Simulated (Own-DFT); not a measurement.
# Computed records: HfO$_{2}$ (monoclinic hafnia, atoms displaced)

Computed with Own-DFT development build. A calculation, not a measurement: plane-wave density functional theory by an unreviewed code, no spin, of a simulated periodic cell, stress positive in tension, run twice, with PBE and with PBEsol, both on files made for PBE, so the change isn't that of files made for PBEsol, hafnium file: forces about 75 meV/angstrom off all-electron values; oxygen file: force components 24 meV/angstrom off all-electron in one glass; forces on such cells passed a denser k mesh, this cell's mesh not checked; the far tail of each file's local potential was reset to the Coulomb form; each entry is a single point on an unrelaxed cell, so the pressure reflects the starting lattice, mostly measured values (interpolated for alloys), from which strain is counted, and rises with the displacements; printed positions are rounded, which can move forces by about a meV/angstrom; the program, named Own-DFT, is a retired in-house code; no spin-orbit coupling; stress was not checked against mesh or cutoff.

```xyz
96
Lattice="10.2340 0.0000 0.0000 0.0000 10.3500 0.0000 -1.6955 0.0000 10.4453" Properties=species:S:1:pos:R:3:PBE_force_x:R:1:PBE_force_y:R:1:PBE_force_z:R:1:PBEsol_force_x:R:1:PBEsol_force_y:R:1:PBEsol_force_z:R:1 formula=HfO2 functional=PBE,then_PBEsol potential_files=PseudoDojo_norm-conserving,scalar-relativistic,standard_set wave_cutoff=72 occupations=Fermi-Dirac smearing_width=0.1 k_mesh=2_x_2_x_2_centred_on_Gamma PBE_pressure=4.05 PBE_stress_xx=-3.87 PBE_stress_yy=-3.99 PBE_stress_zz=-4.27 PBE_stress_yz=0.1 PBE_stress_xz=0 PBE_stress_xy=-0.24 PBEsol_pressure=-2.41 PBEsol_stress_xx=2.6 PBEsol_stress_yy=2.41 PBEsol_stress_zz=2.21 PBEsol_stress_yz=0.1 PBEsol_stress_xz=0.35 PBEsol_stress_xy=-0.23 rms_change_of_force_components_from_PBE_to_PBEsol=0.038
Hf     1.2516     0.2269     1.1034     -0.659     -0.088     -0.377     -0.627      -0.03     -0.391
Hf     3.4629     2.7677     1.4966     -0.326      1.063      0.676     -0.324      1.088      0.693
Hf     3.0306     4.9755     4.1572      0.152     -0.297     -0.562      0.146      -0.34     -0.524
Hf     0.7997     2.3322     3.7125      0.292      1.459      -0.08      0.294      1.392     -0.117
O      0.0515     1.7362     1.8178      0.521     -0.603      0.021      0.523     -0.572      0.074
O      4.5998     4.3263     0.8229      0.244      0.047     -0.126      0.228      0.054     -0.183
O      4.1490     3.4812     3.4192      1.105     -0.813     -0.078       1.06     -0.805     -0.126
O     -0.3488     0.8016     4.4051       0.67      0.593     -0.026      0.658      0.559       0.03
O      1.8661     3.8959     2.5059     -0.069      0.026     -0.254     -0.008      0.017      -0.25
O      2.7681     1.3090     0.1028      0.384      0.264      0.145      0.307      0.254      0.157
O      2.3845     1.2373     2.7169     -0.112      0.045      0.108     -0.175      0.041      0.102
O      1.4800     3.8127     5.1313     -0.233      0.111     -0.139     -0.166      0.118     -0.133
Hf     0.4032     0.1671     6.2829     -0.233      1.136       1.13     -0.217      1.144      1.069
Hf     2.6177     2.7741     6.7934     -0.288      0.467     -0.801     -0.287      0.495     -0.756
Hf     2.1918     4.9602     9.3590      0.006     -0.247      0.034     -0.002     -0.286       0.06
Hf    -0.0642     2.3901     8.9181      0.294     -0.217     -0.095      0.293     -0.258     -0.119
O     -0.7761     1.7440     7.0345      0.209     -0.559     -0.241      0.204      -0.52     -0.174
O      3.7699     4.3029     6.0668      0.455      0.333     -0.203       0.44      0.341     -0.246
O      3.3691     3.4361     8.6289     -0.308       0.49      0.535     -0.309      0.455      0.465
O     -1.2102     0.8844     9.6617     -0.344     -0.211     -0.155     -0.326     -0.221     -0.104
O      1.0162     3.9387     7.7184      0.223      -0.22      0.409      0.279     -0.217      0.397
O      1.9815     1.3328     5.3808      -0.41      -0.67     -0.765     -0.466     -0.663     -0.745
O      1.5428     1.2949     7.9525      -0.09     -0.623       0.35     -0.142     -0.594      0.336
O      0.6100     3.8409    10.3305      0.137     -0.088     -0.246      0.197     -0.082     -0.247
Hf     1.2240     5.3958     1.0609      0.711     -0.503      1.365       0.69     -0.436      1.313
Hf     3.4629     7.9774     1.4964     -0.111     -0.209      0.612      -0.11     -0.157      0.624
Hf     3.0193    10.1274     4.1016      0.584      0.094      0.442      0.572      0.044      0.453
Hf     0.8104     7.5741     3.7286     -0.268     -1.221     -1.044     -0.254     -1.246     -1.051
O      0.1145     6.8661     1.8181     -1.313      1.014      -0.05     -1.261      0.996     -0.006
O      4.5955     9.5093     0.8173      0.495      0.279     -0.187      0.471      0.279     -0.243
O      4.1827     8.6378     3.3946      -0.08      0.314      0.359     -0.088      0.296        0.3
O     -0.3489     6.0392     4.4372      0.218      0.424     -0.317      0.223        0.4      -0.26
O      1.8822     9.1014     2.4971     -0.254      0.028       0.09     -0.182       0.03      0.092
O      2.8107     6.5399     0.1097      0.153     -0.395     -0.271      0.082     -0.383     -0.267
O      2.3572     6.4407     2.7000      0.375     -0.071      0.491        0.3     -0.059      0.481
O      1.4467     9.0018     5.1326      0.147      0.244       -0.2      0.198      0.246     -0.193
Hf     0.4075     5.3812     6.3126     -0.378     -0.426     -0.216      -0.37     -0.376     -0.229
Hf     2.5859     7.9666     6.7178      0.977     -0.012      0.648      0.947      0.022      0.659
Hf     2.2222    10.1127     9.3552      -0.34      0.576     -0.103     -0.339      0.507     -0.066
Hf    -0.0251     7.5509     8.9559      0.023       0.01     -0.653      0.036     -0.036     -0.658
O     -0.7518     6.9088     6.9917     -0.161      0.204       0.37     -0.154      0.211      0.409
O      3.7978     9.5111     6.0033     -1.081     -1.025      0.104      -1.06     -0.977      0.043
O      3.3386     8.5946     8.6391      0.136      0.134      0.018      0.121      0.122      -0.03
O     -1.1722     6.0259     9.6581     -0.583      0.102       -0.6     -0.558      0.084     -0.526
O      1.0497     9.1092     7.7304     -0.056     -0.115     -0.237      0.011      -0.12      -0.24
O      2.0129     6.5013     5.3351     -0.525      0.286      0.117      -0.57       0.28      0.123
O      1.5108     6.4138     7.9544      0.286      0.375     -0.052      0.216      0.371      -0.05
O      0.6424     9.0226    10.3180     -0.409      0.041      0.075      -0.33      0.036      0.069
Hf     6.3703     0.2286     1.0752      0.164      0.017      0.459      0.169      0.063      0.425
Hf     8.5985     2.8385     1.5347     -0.906     -0.498      -0.01     -0.891     -0.432      0.016
Hf     8.1491     4.9718     4.1298      -0.05     -0.039      0.204      -0.05     -0.093      0.219
Hf     5.9334     2.3411     3.6975     -0.218      0.964       0.11     -0.204      0.884      0.081
O      5.1762     1.7163     1.8163     -0.147      0.022     -0.076     -0.138      0.036     -0.026
O      9.7314     4.3058     0.8326      0.369      0.617     -0.586       0.35      0.613      -0.62
O      9.3156     3.4851     3.4108      0.711     -0.589      0.396      0.678     -0.589      0.331
O      4.7585     0.8747     4.4284     -0.408     -0.023     -0.666     -0.382      -0.04       -0.6
O      7.0450     3.9507     2.5172     -0.611       -0.2     -0.082     -0.519     -0.192     -0.084
O      7.9240     1.3643     0.1235      0.131     -0.536     -0.204      0.058     -0.529     -0.198
O      7.4779     1.2912     2.7214      0.248     -0.481      0.372      0.165     -0.458       0.36
O      6.6019     3.8128     5.1331     -0.273      0.169     -0.305     -0.204      0.175     -0.289
Hf     5.4839     0.2089     6.2547      0.856       -0.2      1.123      0.838     -0.148      1.065
Hf     7.7168     2.7972     6.7817      0.181     -0.005     -0.777      0.163      0.037     -0.736
Hf     7.3069     4.9717     9.3768     -0.525     -0.172      0.029     -0.508      -0.22      0.054
Hf     5.0713     2.3516     8.8966      0.803      0.336      0.516      0.785       0.28       0.48
O      4.3496     1.7003     7.0264     -0.304      0.174       0.04     -0.292      0.189       0.09
O      8.8981     4.3076     6.0203      0.101      0.072      0.296      0.092      0.089      0.241
O      8.4267     3.4835     8.6501      0.722      -0.36      0.237      0.693     -0.364      0.183
O      3.9305     0.8910     9.6601      -0.64     -0.545     -0.177     -0.611     -0.548     -0.126
O      6.1624     3.8967     7.7095     -0.321      0.471      0.384     -0.249      0.453      0.363
O      7.0675     1.3137     5.3954      0.284      0.191     -0.838      0.208      0.182     -0.814
O      6.6541     1.2576     7.9462      0.097     -0.117      0.272      0.036     -0.103      0.269
O      5.7157     3.8102    10.3688      0.106      0.653     -0.502      0.171      0.648     -0.482
Hf     6.3667     5.3989     1.0825     -0.379     -0.216      0.588      -0.35     -0.165      0.552
Hf     8.5601     8.0032     1.5059      0.067     -0.638      0.505      0.052     -0.566       0.51
Hf     8.1892    10.1323     4.1671     -1.582      0.045     -0.774     -1.539     -0.017      -0.72
Hf     5.9302     7.5878     3.6767      0.064     -0.389       0.47      0.063     -0.429      0.428
O      5.1911     6.9520     1.8375     -0.034      -0.56     -0.992     -0.029     -0.521     -0.913
O      9.7065     9.4750     0.8125       0.85      0.477     -0.124       0.81      0.472     -0.167
O      9.2855     8.6284     3.4086      0.586     -0.407      0.022      0.565     -0.401     -0.021
O      4.7754     6.0888     4.4108     -0.519     -0.672      0.263     -0.497     -0.669      0.301
O      6.9730     9.1119     2.5162      0.368      0.162     -0.332      0.419      0.143      -0.33
O      7.9198     6.5122     0.1183      0.253      0.009       -0.3       0.18      0.003     -0.288
O      7.4717     6.4086     2.6873      0.342      0.457      0.264      0.264      0.446      0.252
O      6.5889     9.0323     5.1115      -0.07     -0.124      0.055     -0.005     -0.112      0.051
Hf     5.5357     5.3556     6.3059     -0.693      0.417       -0.4     -0.672      0.449      -0.41
Hf     7.7450     7.9540     6.7477     -0.464      0.191     -0.231     -0.454      0.228     -0.202
Hf     7.3075    10.1371     9.3397      -0.26      0.155      0.236     -0.262      0.108      0.255
Hf     5.0764     7.5248     8.8999      0.082      0.491      0.027      0.076      0.428     -0.002
O      4.3194     6.8724     7.0424     -0.028      0.068     -0.156     -0.019      0.087     -0.099
O      8.8848     9.4747     5.9960      0.583     -0.023      0.616      0.564     -0.003       0.54
O      8.4839     8.6202     8.6250      0.101      0.069        0.3       0.09       0.05      0.244
O      3.9261     6.0398     9.6518     -0.336     -0.161     -0.135     -0.318      -0.17     -0.084
O      6.1630     9.1138     7.7391     -0.016     -0.284     -0.113      0.054     -0.283     -0.105
O      7.0541     6.5324     5.3120      0.418     -0.195      0.248      0.348     -0.196      0.247
O      6.6530     6.4333     7.9305      0.188     -0.299      0.203      0.117     -0.285      0.197
O      5.7157     9.0165    10.3640     -0.057     -0.041     -0.475      0.013     -0.033     -0.453
```

Units: wave_cutoff in hartree; smearing_width in eV; PBE_pressure, PBE_stress_xx, PBE_stress_yy, PBE_stress_zz, PBE_stress_yz, PBE_stress_xz, PBE_stress_xy, PBEsol_pressure, PBEsol_stress_xx, PBEsol_stress_yy, PBEsol_stress_zz, PBEsol_stress_yz, PBEsol_stress_xz, PBEsol_stress_xy in GPa; rms_change_of_force_components_from_PBE_to_PBEsol, PBE_force_x, PBE_force_y, PBE_force_z, PBEsol_force_x, PBEsol_force_y, PBEsol_force_z in eV/Å.
